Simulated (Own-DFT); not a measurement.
Simulation results for Ti₁₂O₂₃ (rutile with two vacancies, strained, atoms displaced), Si₂₃O₄₈ (quartz with one vacancy, atoms displaced), Si₂₄O₄₇ (quartz with one vacancy, atoms displaced)

Computed with Own-DFT development build. A calculation, not a measurement: plane-wave PBE density functional theory by an unreviewed code, no spin, of a simulated periodic cell, stress positive in tension, free energy of the whole cell less one offset for each atom, defect cell not probed for a lower state with spin; oxygen file: force components 24 meV/angstrom off all-electron in one glass; forces on such cells passed a denser k mesh, this cell's mesh not checked; offsets are fitted by least squares, one for each functional and potential file, so energies compare only between cells with the same atoms and settings and are not formation energies; the far tail of each file's local potential was reset to the Coulomb form; each entry is a single point on an unrelaxed cell, so the pressure reflects the starting lattice, mostly measured values (interpolated for alloys), from which strain is counted, and rises with the displacements; printed positions are rounded, which can move forces by about a meV/angstrom; the program, named Own-DFT, is a retired in-house code; no spin-orbit coupling; before rounding, a Quantum ESPRESSO 7.3.1 run of the same cell and cutoff gave forces within 1 meV/angstrom rms on each cell, which checks the program and not the settings.

Settings shared by all entries: functional PBE; potential files PseudoDojo norm-conserving, scalar-relativistic, standard set; wave cutoff 72 hartree; occupations Fermi-Dirac; smearing width 0.1 eV.

(1) Ti₁₂O₂₃ (rutile with two vacancies, strained, atoms displaced)

```
Ti12O23
1.0
      9.2727    -0.0598     0.1311
     -0.0598     9.2498     0.0475
      0.1267     0.0459     8.7931
Ti O Ti O Ti O Ti O Ti O Ti O Ti O Ti O Ti O Ti O Ti O Ti O
2 4 2 4 2 3 2 4 2 4 2 4 2 4 2 4 2 4 2 4 2 4 2 3
Direct
  0.99753 0.00874 0.99862
  0.25158 0.24951 0.17064
  0.14536 0.12783 0.97781
  0.35173 0.33574 0.98960
  0.40457 0.09763 0.16000
  0.11218 0.40742 0.15715
  0.99871 0.99386 0.32041
  0.24048 0.24726 0.50798
  0.13975 0.15010 0.34292
  0.35621 0.33303 0.33111
  0.39733 0.11918 0.48779
  0.10948 0.40580 0.49941
  0.00944 0.01071 0.66744
  0.26338 0.24225 0.83467
  0.16134 0.14424 0.66535
  0.35570 0.34929 0.67350
  0.10477 0.39550 0.82434
  0.99964 0.48587 0.00071
  0.25855 0.75697 0.16848
  0.14240 0.65774 0.98952
  0.35980 0.84452 0.98638
  0.40332 0.58143 0.16596
  0.08421 0.90959 0.17281
  0.01400 0.49859 0.34619
  0.24883 0.75453 0.48484
  0.14366 0.61889 0.33766
  0.34392 0.84877 0.34535
  0.39592 0.59137 0.49651
  0.10350 0.91484 0.50711
  0.00340 0.48583 0.67337
  0.27241 0.75254 0.82676
  0.15870 0.66029 0.66308
  0.34919 0.85246 0.66344
  0.39383 0.60395 0.83222
  0.10482 0.91096 0.83428
  0.49766 0.97782 0.00286
  0.77508 0.25799 0.17508
  0.64422 0.15996 0.01342
  0.84103 0.35038 0.00362
  0.89574 0.09667 0.16882
  0.59913 0.42159 0.14794
  0.50412 0.00750 0.33394
  0.76286 0.24953 0.49786
  0.63464 0.14841 0.34421
  0.84676 0.35456 0.32453
  0.89652 0.09178 0.51336
  0.59384 0.40846 0.49886
  0.49981 0.00022 0.67288
  0.77089 0.23038 0.82354
  0.63790 0.15044 0.66856
  0.84058 0.34371 0.67420
  0.89832 0.12136 0.82535
  0.60385 0.39919 0.83557
  0.51174 0.48850 0.99055
  0.74666 0.74418 0.16543
  0.64318 0.65756 0.00844
  0.84787 0.84857 0.99575
  0.88885 0.59421 0.18014
  0.59954 0.89946 0.17768
  0.50343 0.49948 0.33626
  0.76159 0.74417 0.51141
  0.64863 0.64414 0.33993
  0.83696 0.83522 0.34732
  0.90191 0.58868 0.52064
  0.60936 0.90947 0.49940
  0.48822 0.49732 0.67297
  0.74505 0.75194 0.82021
  0.65589 0.65808 0.70605
  0.85045 0.85957 0.68585
  0.91095 0.58577 0.83326
```

It was run with k mesh 3 x 3 x 3 centred on Gamma.

Results for Ti₁₂O₂₃ (rutile with two vacancies, strained, atoms displaced): free energy of cell above offsets -4.133 eV; pressure 9.79 GPa; stress xx -7.81 GPa; stress yy -9.18 GPa; stress zz -12.4 GPa; stress yz 1.46 GPa; stress xz 2.43 GPa; stress xy -3.52 GPa.

Force:
```csv
element,x (eV/Å),y (eV/Å),z (eV/Å)
Ti,-1.265,-3.389,-1.18
Ti,1.267,0.397,1.562
O,2.627,2.929,1.014
O,-0.51,-0.714,0.148
O,-1.046,-0.693,-0.565
O,-0.373,-1.226,0.402
Ti,-1.119,1.049,3.981
Ti,2.18,-0.117,-2.356
O,0.25,0.584,-1.048
O,-1.348,0.046,-1.271
O,0.133,-1.818,1.387
O,-0.357,-1.117,0.882
Ti,0.749,-2.915,-0.483
Ti,-0.841,1.154,0.602
O,0.103,0.517,1.266
O,-0.921,-1.223,-0.038
O,0.253,-1.029,1.16
Ti,0.395,2.871,0.034
Ti,-0.267,-3.325,-2.471
O,1.06,0.55,1.579
O,-0.735,-0.152,2.142
O,-2.45,2.77,0.187
O,2.357,-2.202,-1.734
Ti,-4.138,-1.57,-1.771
Ti,-2.072,-2.553,5.25
O,4.878,6.467,-0.782
O,1.137,1.142,-3.214
O,-0.056,0.7,0.671
O,-0.414,-0.99,-1.028
Ti,0.378,2.425,1.066
Ti,-4.404,-1.223,-0.957
O,-0.493,-0.634,0.084
O,1.079,1.092,-1.328
O,1.583,-1.554,-0.212
O,-1.37,0.426,-0.209
Ti,3.083,3.29,2.979
Ti,-4.557,-1.693,-3.63
O,0.62,-1.141,-1.016
O,1.234,-0.066,-0.58
O,0.283,0.102,0.458
O,1.553,-2.223,2.283
Ti,0.076,0.173,0.618
Ti,-2.114,-0.812,0.574
O,3.267,2.582,-0.158
O,0.438,-0.198,2.715
O,-0.924,1.548,-0.89
O,0.985,-0.701,1.175
Ti,0.644,0.193,-3.388
Ti,-10.45,4.653,3.473
O,0.775,0.182,0.195
O,1.169,1.255,-2.634
O,7.159,-6.666,1.025
O,-0.978,0.926,-1.54
Ti,-0.119,0.897,1.361
Ti,0.607,-0.973,-0.894
O,0.168,0.923,-0.893
O,-0.105,0.654,0.848
O,1.209,-0.405,-0.729
O,-0.549,0.087,-0.926
Ti,-0.086,0.037,-0.912
Ti,-0.679,0.13,-2.004
O,0.49,0.929,0.843
O,1.811,1.318,-0.226
O,-0.576,0.593,-1.089
O,-1.271,-0.463,1.504
Ti,1.121,-0.47,-1.529
Ti,5.092,2.613,8.189
O,-4.559,-3.941,-6.302
O,-0.417,-0.319,-1.594
O,-0.646,0.308,-0.072
```

(2) Si₂₃O₄₈ (quartz with one vacancy, atoms displaced)

```
Si23O48
1.0
      9.8268     0.0000     0.0000
     -4.9134     8.5103     0.0000
      0.0000     0.0000    10.8104
Si O Si O Si O Si O Si O Si O Si O Si O
3 6 3 6 3 6 3 6 3 6 2 6 3 6 3 6
Direct
  0.22549 0.00268 0.00202
  0.99202 0.23671 0.33178
  0.26240 0.26711 0.16979
  0.21346 0.13444 0.06492
  0.42550 0.29606 0.22722
  0.36493 0.06932 0.38445
  0.07386 0.36966 0.43669
  0.14993 0.21955 0.27507
  0.29493 0.42832 0.10606
  0.22528 0.99965 0.49587
  0.99665 0.23375 0.82923
  0.26730 0.26926 0.67049
  0.20627 0.13468 0.55898
  0.41904 0.28350 0.72775
  0.37460 0.07643 0.89356
  0.07227 0.37425 0.94115
  0.13141 0.20696 0.77382
  0.29324 0.42537 0.59675
  0.23763 0.50187 0.99996
  0.99711 0.73330 0.33311
  0.26910 0.76917 0.16301
  0.20627 0.63796 0.06011
  0.42149 0.79210 0.24076
  0.36558 0.57631 0.39379
  0.08656 0.87292 0.44885
  0.13468 0.69974 0.28116
  0.28404 0.92126 0.10889
  0.23372 0.50640 0.50468
  0.00038 0.72241 0.83710
  0.25621 0.76229 0.67235
  0.21622 0.63621 0.56486
  0.42925 0.79232 0.72323
  0.37052 0.56869 0.89495
  0.08273 0.86825 0.93799
  0.13672 0.70015 0.78325
  0.29010 0.91206 0.60806
  0.73039 0.00488 0.99012
  0.49929 0.22438 0.33870
  0.77341 0.26776 0.16909
  0.70272 0.12487 0.05926
  0.93589 0.29726 0.22755
  0.87045 0.07725 0.39592
  0.57191 0.36059 0.44691
  0.63467 0.19791 0.27471
  0.78850 0.41764 0.10042
  0.49887 0.23185 0.83028
  0.75809 0.26289 0.67044
  0.70658 0.13450 0.56090
  0.92784 0.29230 0.72405
  0.87458 0.07897 0.89160
  0.58338 0.36623 0.93910
  0.63027 0.20206 0.77418
  0.78960 0.42333 0.61162
  0.72394 0.49573 0.99967
  0.50354 0.74098 0.33321
  0.76561 0.76077 0.16116
  0.70765 0.63223 0.05722
  0.92826 0.79821 0.22455
  0.87187 0.57222 0.39365
  0.57645 0.86758 0.43355
  0.62756 0.71430 0.26669
  0.79077 0.93427 0.10232
  0.73717 0.49977 0.50225
  0.49671 0.74048 0.83760
  0.76397 0.76604 0.67141
  0.70409 0.64095 0.56195
  0.92619 0.79103 0.73132
  0.86212 0.57919 0.89800
  0.57142 0.87769 0.94060
  0.63054 0.69126 0.77735
  0.79402 0.92856 0.60516
```

It was run with k mesh 3 x 3 x 2 centred on Gamma.

It finds free energy of cell above offsets -4.110 eV; pressure 10.16 GPa; stress xx -8.51 GPa; stress yy -13.2 GPa; stress zz -8.77 GPa; stress yz -0.74 GPa; stress xz -0.7 GPa; stress xy -2.05 GPa.

Force:
```csv
element,x (eV/Å),y (eV/Å),z (eV/Å)
Si,5.621,-0.252,-0.984
Si,5.694,-0.584,3.162
Si,3.627,1.648,-2.495
O,-2.306,1.753,0.339
O,2.498,-0.207,1.305
O,-2.134,-3.71,2.747
O,-0.167,0.986,0.768
O,-5.745,-1.868,4.639
O,-0.01,0.4,-0.057
Si,8.881,7.565,5.061
Si,1.049,2.99,1.333
Si,-2.017,-0.746,-2.81
O,-0.137,0.928,0.891
O,1.296,1.279,-0.05
O,-1.957,-2.29,2.169
O,-0.281,-1.349,-1.219
O,0.948,0.093,-0.082
O,1.697,-1.386,2.682
Si,-1.052,-0.07,0.463
Si,2.25,2.013,0.213
Si,-0.368,-1.489,3.982
O,0.902,-1.356,-1.348
O,-3.289,1.567,-4.231
O,0.167,0.033,0.208
O,-7.471,-10.87,-6.529
O,-0.565,0.82,-1.046
O,-0.891,2.54,-1.074
Si,1.183,-2.301,-3.93
Si,-1.83,3.925,-0.658
Si,3.931,-1.086,0.266
O,-2.609,1.084,0.951
O,-0.715,-0.149,0.553
O,0.168,1.084,-0.379
O,-1.995,-2.465,-1.435
O,0.097,-1.201,0.552
O,-2.986,5.218,-2.893
Si,4.421,0.276,1.951
Si,0.161,4.353,-3
Si,-1.704,-2.424,-1.187
O,-1.827,4.063,2.352
O,-2.928,1.783,-4.119
O,-0.524,-1.701,0.516
O,0.29,0.072,-0.294
O,0.242,0.698,-0.153
O,0.003,1.12,0.41
Si,-0.066,0.851,1.734
Si,3.013,-0.696,-1.161
O,-0.108,-0.547,-0.698
O,-1.614,0.759,-0.953
O,-1.246,-2.527,0.846
O,-3.643,-4.17,-3.07
O,0.133,-0.541,0.876
O,-0.407,1.983,-0.334
Si,4.474,1.8,1.597
Si,0.224,-3.515,1.21
Si,-3,3.697,0.909
O,-1.322,0.399,0.226
O,0.792,-0.219,0.747
O,-1.141,-1.039,1.06
O,0.388,2.984,3.543
O,3.723,-0.957,-1.927
O,1.445,-2.33,0.429
Si,-1.704,0.889,0.288
Si,2.113,-1.607,-1.848
Si,-0.043,0.651,0.347
O,1.748,-2.783,-2.135
O,1.259,-0.302,0.315
O,-0.085,-2.155,0.561
O,-2.024,-2.936,-1.836
O,-2.322,1.058,1.526
O,-0.205,0.463,0.204
```

(3) Si₂₄O₄₇ (quartz with one vacancy, atoms displaced)

```
Si24O47
1.0
      9.8268     0.0000     0.0000
     -4.9134     8.5103     0.0000
      0.0000     0.0000    10.8104
Si O Si O Si O Si O Si O Si O Si O Si O
3 6 3 5 3 6 3 6 3 6 3 6 3 6 3 6
Direct
  0.24191 0.00616 0.00128
  0.99368 0.23167 0.33609
  0.26523 0.26595 0.16445
  0.20676 0.13275 0.05696
  0.42739 0.29079 0.22563
  0.37080 0.07322 0.39258
  0.06900 0.36577 0.44160
  0.13528 0.20897 0.27094
  0.28781 0.42453 0.10724
  0.23093 0.00280 0.49740
  0.00680 0.24158 0.83273
  0.26684 0.26541 0.67211
  0.20656 0.12970 0.55781
  0.42792 0.29561 0.72980
  0.07217 0.37093 0.94062
  0.13350 0.20789 0.77498
  0.29483 0.42528 0.60939
  0.23506 0.49895 0.99883
  0.99523 0.73405 0.33538
  0.26450 0.76208 0.16918
  0.20578 0.63382 0.05845
  0.42665 0.79263 0.23014
  0.36337 0.57078 0.39131
  0.07356 0.87349 0.44009
  0.13116 0.70307 0.26891
  0.29264 0.92228 0.10618
  0.22716 0.49806 0.49883
  0.99950 0.74083 0.83608
  0.26470 0.76258 0.66867
  0.20613 0.63431 0.56085
  0.42864 0.79257 0.72873
  0.36487 0.56992 0.89169
  0.07672 0.86617 0.94081
  0.12895 0.70406 0.77500
  0.29335 0.92473 0.60199
  0.73121 0.00169 0.00513
  0.50290 0.23667 0.33419
  0.75921 0.25985 0.16286
  0.70457 0.12968 0.05825
  0.92385 0.29055 0.22601
  0.86981 0.07476 0.38930
  0.57619 0.36859 0.44406
  0.63789 0.20683 0.27947
  0.79017 0.42165 0.10765
  0.73235 0.99979 0.49809
  0.49614 0.23135 0.83607
  0.76735 0.26329 0.66409
  0.71025 0.13708 0.55880
  0.93432 0.29809 0.72460
  0.86872 0.07682 0.89686
  0.57832 0.36664 0.94263
  0.63047 0.20895 0.77321
  0.79051 0.42465 0.60359
  0.73275 0.49941 0.00000
  0.50409 0.73267 0.33589
  0.76406 0.76443 0.16751
  0.70813 0.62839 0.05878
  0.92234 0.79512 0.22421
  0.87048 0.58012 0.39826
  0.57199 0.86885 0.44346
  0.63851 0.70960 0.27014
  0.79449 0.93057 0.10417
  0.73699 0.50840 0.49529
  0.50059 0.73151 0.83697
  0.76063 0.76255 0.66767
  0.70001 0.62901 0.56213
  0.92641 0.79394 0.73113
  0.85911 0.56923 0.89246
  0.57202 0.86393 0.94101
  0.62801 0.70300 0.77615
  0.79297 0.92616 0.60901
```

It was run with k mesh 3 x 3 x 2 centred on Gamma.

The calculation gives: free energy of cell above offsets -23.948 eV; pressure 7.4 GPa; stress xx -7.3 GPa; stress yy -8.56 GPa; stress zz -6.33 GPa; stress yz -2.01 GPa; stress xz 0.74 GPa; stress xy 0.33 GPa.

Force:
```csv
element,x (eV/Å),y (eV/Å),z (eV/Å)
Si,1.998,-0.399,-2.624
Si,2.364,2.999,-3.056
Si,0.506,-0.699,0.598
O,-1.257,1.279,0.911
O,-0.138,0.43,-0.429
O,-0.554,-0.405,0.29
O,-0.86,-0.734,-0.225
O,-1.313,-0.277,1.292
O,0.509,0.743,-0.006
Si,4.205,-0.841,0.023
Si,-2.213,-1.7,1.437
Si,-0.211,-0.682,-2.359
O,-2.104,3.477,2.628
O,0.159,0.256,-0.216
O,-0.316,-0.289,-0.115
O,1.206,-0.695,0.043
O,-1.112,0.949,-1.252
Si,-0.79,1.001,0.522
Si,1.973,2.972,-2.262
Si,0.792,0.149,-1.522
O,0.356,-0.185,-0.08
O,0.838,0.07,0.234
O,0.156,-0.211,0.323
O,-1.537,-2.402,-1.726
O,-2.657,-0.422,2.403
O,0.045,0.98,0.014
Si,2.538,0.367,1.465
Si,1.01,-3.335,0.178
Si,-0.66,1.347,0.484
O,-0.162,-0.709,-0.669
O,-0.396,0.054,-0.254
O,0.179,-0.695,0.097
O,0.208,1.749,1.492
O,0.521,0.152,-0.284
O,0.003,-0.262,0.413
Si,2.273,-1.866,-4.058
Si,-0.259,-0.043,0.468
Si,0.878,0.66,2.018
O,-2.661,1.963,0.992
O,-0.255,-0.002,-0.299
O,-1.74,-3.943,2.372
O,-0.904,-0.712,-1.273
O,0.277,-0.188,-0.528
O,-0.364,1.017,-0.38
Si,1.916,0.884,1.095
Si,-0.862,-1.566,2.298
Si,-0.991,2.106,1.985
O,0.154,-1.476,-1.367
O,-0.939,0.001,-0.75
O,-0.133,0.472,-0.272
O,-1.856,-1.919,-0.9
O,1.746,-0.411,-0.851
O,0.048,0.573,-0.293
Si,2.478,-0.882,0.247
Si,-1.619,0.358,-0.288
Si,-0.023,0.908,-4.186
O,-2.164,2.923,2.048
O,2.861,0.02,1.789
O,0.706,-0.705,-1.145
O,-0.516,-1.555,-1.083
O,-2.039,-1.114,2.551
O,1.313,-1.795,2.035
Si,0.257,-3.079,3.385
Si,-1.712,0.745,-0.348
Si,0.655,0.219,1.214
O,-0.743,1.114,0.117
O,-2.131,0.558,-2
O,1.347,1.701,-1.186
O,-0.114,0.611,0.894
O,2.367,-0.304,-1.148
O,-0.535,0.699,-0.922
```

(4) Ti₁₂O₂₃ (rutile with two vacancies, strained, atoms displaced)

```
Ti12O23
1.0
      9.2746     0.1574    -0.1706
      0.1574     9.2999    -0.0491
     -0.1648    -0.0475     8.9481
Ti O Ti O Ti O Ti O Ti O Ti O Ti O Ti O Ti O Ti O Ti O Ti O
2 4 2 4 2 3 2 4 2 4 2 4 2 4 2 4 2 4 2 4 2 4 2 3
Direct
  0.00477 0.00055 0.00141
  0.25486 0.25057 0.17284
  0.15220 0.15330 0.99852
  0.34992 0.34422 0.00400
  0.39602 0.09347 0.16820
  0.09484 0.40006 0.16789
  0.99437 0.00691 0.33596
  0.24623 0.24561 0.50186
  0.15510 0.14905 0.33399
  0.34736 0.34561 0.33549
  0.39687 0.09686 0.50442
  0.09773 0.40641 0.49374
  0.99894 0.99799 0.66617
  0.25236 0.25289 0.83749
  0.15964 0.14878 0.67129
  0.34475 0.34605 0.67182
  0.09780 0.40520 0.82721
  0.00310 0.50028 0.99970
  0.24829 0.74534 0.16705
  0.15399 0.65436 0.00595
  0.35082 0.85163 0.00437
  0.40477 0.59636 0.16703
  0.09942 0.90908 0.16750
  0.99816 0.50158 0.33186
  0.25337 0.74972 0.49850
  0.14996 0.64786 0.33805
  0.34786 0.84976 0.33402
  0.40181 0.59737 0.49763
  0.10117 0.89862 0.49452
  0.99658 0.50327 0.66176
  0.25101 0.74847 0.83147
  0.15727 0.65343 0.67347
  0.34225 0.84632 0.66229
  0.40149 0.59503 0.83423
  0.09805 0.90426 0.83193
  0.50592 0.00313 0.99867
  0.74632 0.24280 0.16368
  0.65355 0.15452 0.00214
  0.84824 0.34901 0.99521
  0.90504 0.09914 0.17220
  0.59969 0.40427 0.16938
  0.50005 0.00679 0.33492
  0.74740 0.24656 0.49868
  0.65245 0.15470 0.33647
  0.84803 0.34963 0.33110
  0.89568 0.09502 0.50061
  0.59854 0.40247 0.49573
  0.49852 0.00268 0.67064
  0.75027 0.25153 0.83080
  0.65657 0.14961 0.66414
  0.84695 0.35191 0.66803
  0.90560 0.09875 0.83501
  0.59059 0.40857 0.82835
  0.50124 0.50260 0.00001
  0.75220 0.74788 0.16809
  0.65288 0.65014 0.99608
  0.85145 0.84852 0.99544
  0.90245 0.59802 0.17027
  0.59789 0.90059 0.17083
  0.50129 0.50179 0.33423
  0.75307 0.74488 0.50139
  0.65536 0.65586 0.33194
  0.84783 0.85009 0.32825
  0.90101 0.59744 0.50189
  0.59630 0.90449 0.50558
  0.50274 0.50559 0.67313
  0.74838 0.75068 0.83856
  0.65111 0.65329 0.66713
  0.84516 0.84562 0.66572
  0.89862 0.59865 0.83100
```

It was run with k mesh 3 x 3 x 3 centred on Gamma.

The calculation gives: free energy of cell above offsets -14.034 eV; pressure -1.35 GPa; stress xx 0.84 GPa; stress yy 1.29 GPa; stress zz 1.92 GPa; stress yz -1.17 GPa; stress xz -5.21 GPa; stress xy 6.52 GPa.

Force:
```csv
element,x (eV/Å),y (eV/Å),z (eV/Å)
Ti,0.652,0.066,0.094
Ti,-0.471,-0.013,-0.086
O,0.415,-0.019,-0.406
O,0.334,-0.152,-0.29
O,0.683,0.119,-0.495
O,0.055,0.217,-0.308
Ti,0.862,-1.005,-0.088
Ti,-0.125,0.513,0.33
O,-0.177,0.362,0.099
O,0.112,0.018,0.026
O,0.674,-0.141,0.226
O,0.091,-0.429,0.983
Ti,0.305,-0.374,0.295
Ti,-1.464,1.22,-0.358
O,-0.169,-0.305,-0.056
O,0.357,-0.366,0.272
O,0.295,-0.22,0.855
Ti,-0.184,-0.463,-0.157
Ti,0.257,1.071,0.658
O,-0.393,-0.375,-0.761
O,0.25,0.02,-0.535
O,-0.269,0.204,-0.436
O,0.008,-0.532,0.024
Ti,0.215,-0.806,-0.171
Ti,-0.191,0.163,-0.76
O,0.367,0.502,-0.738
O,-0.102,-0.407,0.197
O,0.272,-0.19,0.028
O,-0.979,0.803,0.691
Ti,0.474,-0.62,0.711
Ti,-0.02,0.721,0.076
O,-0.609,-0.344,-0.385
O,1.31,0.962,1.42
O,-0.242,0.52,0.039
O,0.029,-0.194,0.183
Ti,-0.799,-0.877,2.854
Ti,0.988,1.66,1.135
O,-0.992,-0.884,-1.003
O,-0.307,-0.166,0.173
O,-0.639,0.355,-0.927
O,-0.038,-0.191,-0.37
Ti,-0.296,-1.215,0.146
Ti,0.298,1.391,-0.048
O,-0.407,-0.37,-0.769
O,-0.301,-0.479,0.264
O,0.713,-0.132,0.172
O,-0.094,0.058,0.585
Ti,0.152,-0.469,-3.068
Ti,1.069,0.335,-0.182
O,-0.815,-0.262,0.403
O,-0.269,-0.418,0.193
O,-0.547,0.222,-0.576
O,1.157,-1.345,0.886
Ti,0.078,-0.258,0.951
Ti,-0.085,0.518,0.736
O,-0.105,0.64,-0.373
O,-0.951,-0.029,-0.044
O,-0.124,0.19,-1.033
O,-0.064,0.564,-0.641
Ti,0.087,-0.244,0.471
Ti,-0.698,0.903,-0.172
O,-0.18,-0.207,-0.138
O,-0.097,-0.231,0.396
O,-0.172,0.353,-0.358
O,-0.091,0.114,0.389
Ti,-0.477,-0.004,-1.701
Ti,1.457,-1.032,-0.345
O,-0.262,0.351,0.076
O,0.044,0.483,0.566
O,0.142,0.153,0.18
```
